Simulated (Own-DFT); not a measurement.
# Stretching a layer in its plane: wurtzite GaN, 72 atoms (Ga36N36)

Source: density functional calculations with Own-DFT, an unreviewed in-house program that is no longer used. Nothing was measured or relaxed, and spin and spin-orbit coupling are left out.

Method: PBE; PseudoDojo norm-conserving scalar-relativistic files; cutoff 42 hartree; 4 x 4 x 3 k mesh centred on Gamma; Fermi-Dirac smearing of 0.1 eV.

Limits: forces not confirmed at this smearing and k mesh; stress not checked against mesh or cutoff.

Unstrained cell vectors in Å: (9.567, 0.000, 0.000); (-4.784, 8.285, 0.000); (0.000, 0.000, 10.370). The unstrained cell has measured lattice constants (interpolated for alloys), not those of this functional. That, the random moves and any unrelaxed bonds set the pressure at no strain. Each run strains x and y alike by e, as a substrate would, and holds the height along z. All atoms carry random offsets, Gaussian with a width of 0.05 Å per axis. Stress is positive in tension.

```
e (%),u (Å),(s_xx + s_yy)/2 (GPa),s_zz (GPa)
-2.75,0.048,-24.97,-11.08
-2.25,0.048,-20.17,-12.44
-1.25,0.050,-14.46,-9.43
-1.00,0.054,-13.39,-10.38
0.50,0.051,?,?
1.25,0.052,-0.89,-7.12
2.00,0.050,2.50,-5.52
2.25,0.051,2.72,-4.04
2.50,0.049,4.69,-5.82
3.00,0.050,6.11,-3.09
```

## Fit

With e as a fraction, the in-plane stress is -7.3 + 540 e - 3111 e² GPa (errors 9 and 681, scatter 0.53), and s_zz is -8.3 + 143 e GPa (slope ± 15, scatter 0.96). At e = 0 the first slope is C11 + C12 and the second 2 C13, both with the ions held to the strained lattice and at the cell's own pressure. The term in e² is negative: the layer stiffens under compression and softens under tension. A free layer would change its height as e changes, and the in-plane slope would drop by 2 C13²/C33 to the biaxial modulus. At fixed height, a misfit of 1 % moves the in-plane stress by about 5.4 GPa and s_zz by 1.4 GPa.

## Withheld run

The question: what are the two stresses at e = 0.50 %?

The fit gives -4.6 and -7.5 GPa. The hidden result is -5.25 and -6.33 GPa.
